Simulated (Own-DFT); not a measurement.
# Point defects and the pressure they add: zincblende GaP

No measurement is shown. These are fixed-geometry runs of a retired plane-wave code named Own-DFT, which no person has reviewed; spin and spin-orbit coupling are neglected.

All runs used: PBE; PseudoDojo norm-conserving scalar-relativistic files; cutoff 42 hartree; 3 x 3 x 3 k mesh centred on Gamma; Fermi-Dirac smearing of 0.1 eV.

Keep in mind (not all hold for every row): not probed for a lower state with spin; forces on such cells failed a check on a denser k mesh; forces on such cells passed a denser k mesh, each cell not checked; stress not checked against mesh or cutoff.

All runs share one cell, with vectors in Å (10.901, 0.000, 0.000); (0.000, 10.901, 0.000); (0.000, 0.000, 10.901) and a volume of 1295.4 Å³. u is the rms random offset of the atoms per axis. The defect's site can differ from row to row.

```
cell,formula,u (Å),P (GPa)
no defect,Ga32P32,0.0194,2.70
no defect,Ga32P32,0.0209,2.73
no defect,Ga32P32,0.0492,3.19
one As on a P site,AsGa32P31,0.0298,3.21
one As on a P site,AsGa32P31,0.0320,3.18
one As on a P site,AsGa32P31,0.0472,3.48
one As on a P site,AsGa32P31,0.0549,?
one Ga on a P site and one P on a Ga site,Ga32P32,0.0283,2.97
one Ga on a P site and one P on a Ga site,Ga32P32,0.0306,3.00
one Ga on a P site and one P on a Ga site,Ga32P32,0.0475,3.33
one Al on a Ga site,AlGa31P32,0.0316,2.79
one Al on a Ga site,AlGa31P32,0.0499,3.20
one Al on a Ga site,AlGa31P32,0.0499,3.16
two P vacancies,Ga32P30,0.0290,2.27
two P vacancies,Ga32P30,0.0325,2.29
two P vacancies,Ga32P30,0.0500,2.57
```

## Worked fit

P = P0 + c u² + a shift for each defect gives P0 = 2.62 GPa, c = 229 ± 11 GPa/Å² and a scatter of 0.03 GPa. The shifts, and each times the cell's volume:

- one As on a P site: 0.35 ± 0.02 GPa, 2.8 eV
- one Ga on a P site and one P on a Ga site: 0.17 ± 0.02 GPa, 1.4 eV
- one Al on a Ga site: -0.03 ± 0.03 GPa, -0.2 eV (not resolved)
- two P vacancies: -0.58 ± 0.03 GPa, -4.7 eV (-2.3 eV for each of its 2 sites)

A positive shift means that the defect pushes the cell outwards. Shift times volume (160.2 GPa Å³ is 1 eV) depends little on the cell's size, so, taken for each site, it can be compared between cells at like pressure. The atoms around the defects weren't relaxed, which would change these numbers.

## Withheld run

Asked: what pressure belongs in the blank (one As on a P site, u = 0.0549 Å)?

Estimate: 3.66 ± 0.04 GPa. The calculation gave 3.60 GPa.
